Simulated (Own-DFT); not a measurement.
# Which arrangement is lower? In32P32, 64 atoms

These are calculations, not measurements. The program, named Own-DFT, is a retired in-house plane-wave density functional code that no person has reviewed. Each row is one single-point run on a periodic cell that was not relaxed, without spin or spin-orbit coupling.

Settings of every run: PBE; PseudoDojo norm-conserving scalar-relativistic files; cutoff 36 hartree; 3 x 3 x 3 k mesh centred on Gamma; Fermi-Dirac smearing of 0.1 eV.

Known limits, some of them of some rows only: not probed for a lower state with spin; forces on such cells moved up to 12 meV/angstrom on a denser k mesh; stress not checked against mesh or cutoff.

All cells hold the same atoms in the same cell, with vectors in Å (11.737, 0.000, 0.000); (0.000, 11.737, 0.000); (0.000, 0.000, 11.737). Every atom was moved at random from its ideal site; u is the rms move along one axis. The defect's site can differ from row to row. E is the free energy of the cell above the lowest run. The arrangements:

- A: zincblende InP
- B: zincblende InP, with one In on a P site and one P on an In site, 2.5 Å apart

```
arrangement,u (Å),E (eV),P (GPa)
A,0.0184,0.000,3.19
A,0.0198,0.039,3.20
A,0.0211,0.094,3.21
A,0.0480,1.722,3.52
A,0.0480,1.997,3.57
A,0.0491,1.801,3.50
B,0.0293,4.650,3.69
B,0.0297,4.364,3.59
B,0.0320,4.516,3.65
B,0.0478,5.436,3.77
B,0.0504,6.036,3.93
B,0.0505,5.876,3.91
```

Question: once the cost of the random moves is taken out, how do the arrangements rank?

## Worked answer

Fit E = a + b u², with one b for all and one a for each arrangement, and with residuals divided by u², since the noise grows with the moves. Then b = 882 eV/Å², the scatter at u = 0.04 Å is 0.17 eV, and against A:

- B: 4.00 ± 0.07 eV (higher)

These are energies of unrelaxed cells. Relaxing the atoms lowers the strained arrangements most, so the gaps would shrink and small ones could change sign.
